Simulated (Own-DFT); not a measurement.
Hf₃₆O₇₁ (tetragonal hafnia with one neutral oxygen vacancy, atoms displaced) (calculated)

A calculation, not a measurement: plane-wave PBE and HSE06 DFT by an unreviewed code, no spin, of a simulated cell at Gamma alone, so results move with cell size and shape, stress positive in tension, energies less offsets, not probed for a lower state with spin; hafnium file: forces about 75 meV/angstrom off all-electron values; oxygen file: force components 24 meV/angstrom off all-electron in a glass; k mesh not checked against a denser one; forces and stress are PBE's, HSE06 gives the energy alone, and its difference from PBE has offsets of its own; offsets are fitted by least squares, one for each functional and potential file, so energies compare only between cells with the same atoms and settings and are not formation energies; the far tail of each file's local potential was reset to the Coulomb form; each entry is a single point on an unrelaxed cell, so the pressure reflects the starting lattice, taken from the Materials Project, from which strain is counted, and rises with the displacements; printed positions are rounded, which can move forces by about a meV/angstrom; the program is a retired in-house code; no spin-orbit coupling. Program: Own-DFT development build.

```xyz
107
Lattice="10.7800 0.0000 0.0000 0.0000 10.7800 0.0000 0.0000 0.0000 10.4493" Properties=species:S:1:pos:R:3:force_x:R:1:force_y:R:1:force_z:R:1 formula=Hf36O71 first_functional=PBE second_functional=HSE06 exact_exchange_share=0.25 screening=0.11 exchange_divergence=Gygi-Baldereschi potential_files=PseudoDojo_norm-conserving,scalar-relativistic,made_for_PBE,standard_set wave_cutoff=48 occupations=fixed k_mesh=1_x_1_x_1_centred_on_Gamma PBE_energy_of_cell_above_offsets=-100.684 HSE06_less_PBE_above_offsets=-0.125 PBE_pressure=1.17 PBE_stress_xx=-0.61 PBE_stress_yy=-1.04 PBE_stress_zz=-1.86 PBE_stress_yz=0.09 PBE_stress_xz=-0.61 PBE_stress_xy=0.02
Hf     0.0118    10.7644     0.0314     -0.162       0.62     -0.285
Hf     1.7713     1.8013     2.6125      0.226      0.243     -1.047
O     10.7523     1.8049     1.5876      0.325     -0.373        0.4
O      1.8068    10.7794     3.6039       -0.5     -0.025      0.657
O     10.7532     1.8016     4.1963      0.151     -0.483     -0.017
O      1.8337     0.0332     1.0046     -0.617     -0.418      0.507
Hf     0.0030    10.7724     5.1824      0.378     -0.044      1.224
Hf     1.8266     1.8166     7.8358     -0.828     -0.666      0.548
O      0.0212     1.7873     6.8118     -0.172      0.159     -0.239
O      1.8297     0.0587     8.8946      0.127     -0.815      -0.68
O      0.0167     1.7900     9.4015     -0.132      0.125      0.098
O      1.8255     0.0191     6.2808     -0.344      -0.11     -0.861
Hf    10.7278     3.5933    10.3995      0.464     -0.457      0.578
Hf     1.7603     5.4091     2.6111        0.2      0.026     -0.243
O     10.7696     5.4304     1.6278     -0.519     -0.031     -0.021
O      1.7716     3.5666     3.6492     -0.054       0.54      0.063
O      0.0216     5.4385     4.2257     -0.093     -1.781     -0.342
O      1.7019     3.6734     1.0032      1.454     -0.701     -0.064
Hf     0.0367     3.5726     5.2108     -0.723      0.868      0.554
Hf     1.8287     5.3279     7.8326     -0.955       1.75     -0.115
O     10.7667     5.3611     6.8360      0.122     -0.233     -0.125
O      1.7795     3.6371     8.8466      0.946     -1.217      0.245
O      0.0277     5.3463     9.4445     -0.232      0.958     -0.064
O      1.8080     3.5834     6.2629      0.079      0.093     -0.174
Hf     0.0183     7.1885     0.0462     -1.484      -0.27     -0.435
Hf     1.7594     9.0098     2.6489      0.266       -1.3     -0.831
O     10.6993     8.9783     1.6127      1.925      0.532      0.308
O      1.7972     7.1786     3.6702      0.222      0.671     -0.698
O      0.0237     8.9251     4.2841      0.126      1.947     -1.099
O      1.7514     7.1500     1.0633      0.885      0.456     -0.155
Hf    10.7709     7.1660     5.2097     -0.312     -0.292      1.183
Hf     1.8330     8.9785     7.8402     -0.796      0.583      0.304
O     10.7592     8.9558     6.8282      1.036      0.485      0.215
O      1.7656     7.2228     8.8672      0.583     -1.112     -0.117
O      0.0412     9.0160     9.4746       0.03     -0.493     -0.256
O      1.7782     7.1179     6.2118      1.193      0.609      0.463
Hf     3.6436    10.7323     0.0193     -0.677      0.346     -0.277
Hf     5.3725     1.8198     2.5671      0.761     -0.608      0.391
O      3.6033     1.7543     1.5073     -0.264      0.769      0.831
O      5.3880     0.0480     3.6392     -0.051     -0.542     -0.258
O      3.5240     1.7932     4.1737      0.194      0.208      0.258
O      5.4055    10.7400     1.0164      0.363      0.062      0.112
Hf     3.6078    10.7752     5.1950      0.242     -0.076     -0.058
Hf     5.3579     1.7722     7.7621      1.103     -0.018      1.346
O      3.6197     1.8425     6.8323     -0.602      0.155     -0.726
O      5.4049    10.7644     8.8618     -0.373      0.102     -0.222
O      3.6412     1.7852     9.4511     -0.008      0.174     -0.579
O      5.3747     0.0291     6.2483       0.46      0.133     -0.069
Hf     3.6326     3.5483    10.4296      -0.74      0.954      0.414
Hf     5.3976     5.3828     2.5826     -0.239      0.357      0.252
O      3.5588     5.4018     1.5338      0.628     -0.048      0.137
O      5.3960     3.5728     3.5786     -0.469      0.527      0.162
O      3.6261     5.3976     4.2040      0.057     -0.212       0.04
O      5.4414     3.6570     1.0444     -0.786     -0.471      -0.46
Hf     3.5867     3.5921     5.2283       0.52      0.162     -0.571
Hf     5.3609     5.3631     7.8017      1.089      0.471      0.363
O      3.6105     5.3760     6.7964     -0.166     -0.213      0.428
O      5.3995     3.6057     8.8602     -0.458     -0.259     -0.139
O      5.4346     3.6073     6.2025     -1.094      0.091      0.346
Hf     3.5700     7.1688    10.4237      0.018     -0.857      0.415
Hf     5.3943     8.9855     2.5626       0.19      0.334      0.274
O      3.5926     8.9842     1.5701     -0.609      0.023      0.368
O      5.4304     7.2251     3.5955     -0.256     -0.524      0.109
O      3.6588     8.9792     4.1979     -0.448      0.245      0.242
O      5.4086     7.2269     1.0012     -1.354     -0.181      0.231
Hf     3.6678     7.1931     5.2396     -1.463     -0.321     -0.794
Hf     5.3789     9.0078     7.8709       1.18      -0.19      0.248
O      3.6507     9.0495     6.8505     -0.787     -0.582     -0.543
O      5.3542     7.2018     8.8915      -0.34     -0.737     -0.673
O      3.5567     8.9375     9.4410      0.139      0.666     -0.321
O      5.4022     7.1310     6.2105      0.046      0.317      0.804
Hf     7.2325     0.0242     0.0087     -0.165     -0.811     -0.021
Hf     8.9620     1.8120     2.6267      0.328      0.234     -0.688
O      7.2455     1.7471     1.6150     -1.515      0.185     -0.126
O      8.9390     0.0120     3.5720      0.401      0.474      1.497
O      7.1026     1.8503     4.2224       0.68     -1.353     -0.003
O      8.9578     0.0008     1.0101      0.897     -0.053      0.258
Hf     7.2189    10.7586     5.2440     -0.903      0.326     -0.565
Hf     8.9737     1.8115     7.8135      0.229     -0.225       0.51
O      7.1752     1.8549     6.8284      0.138     -0.584      0.006
O      8.9908    10.7613     8.9042     -0.016      0.628     -0.617
O      7.1928     1.7368     9.4592     -0.064      1.448     -0.365
O      8.9836    10.7761     6.2596      0.475      0.256     -0.342
Hf     7.1763     3.6541    10.4168      0.656     -0.975      0.236
Hf     8.9674     5.3718     2.6007      0.028      1.312     -0.051
O      7.1938     5.4296     1.5833     -0.112     -0.401       0.24
O      8.9408     3.5985     3.6191      0.326      0.036      0.354
O      7.1802     5.4128     4.2459     -0.129     -0.282     -0.604
O      8.9943     3.5789     1.0231     -0.641      0.379     -0.138
Hf     7.2088     3.5845     5.2048      0.059      0.638      0.132
Hf     8.9843     5.3791     7.8400      0.147      0.896      0.093
O      7.2365     5.4065     6.8248     -0.909     -0.008      0.337
O      8.9482     3.5796     8.8356      0.007     -0.082       0.29
O      7.1852     5.3887     9.4717     -0.234       0.05     -0.691
O      8.9423     3.5789     6.2479       1.31     -0.359     -0.296
Hf     7.1239     7.2078    10.4223      1.992     -0.112      0.631
Hf     8.9669     9.0102     2.6504     -0.819     -1.593     -0.917
O      7.2182     8.9319     1.6176     -0.647      0.431       0.11
O      8.9910     7.2090     3.6236      0.049     -0.645      0.216
O      7.2501     8.9777     4.2285     -0.356      0.741      0.189
O      8.9786     7.2356     1.0587      0.042     -0.525     -0.746
Hf     7.1902     7.1978     5.2383      0.869     -0.375     -0.242
Hf     9.0125     9.0464     7.8267     -0.264     -1.662      0.849
O      7.2239     9.0087     6.8423     -1.193      0.302     -0.143
O      8.9382     7.1497     8.8830       0.59      0.596     -0.566
O      7.2026     8.9396     9.4541     -0.355      1.225     -0.342
O      8.9592     7.2266     6.2402      0.475     -0.212     -0.045
```

Units: screening in 1/bohr; wave_cutoff in hartree; PBE_energy_of_cell_above_offsets, HSE06_less_PBE_above_offsets in eV; PBE_pressure, PBE_stress_xx, PBE_stress_yy, PBE_stress_zz, PBE_stress_yz, PBE_stress_xz, PBE_stress_xy in GPa; force_x, force_y, force_z in eV/Å.
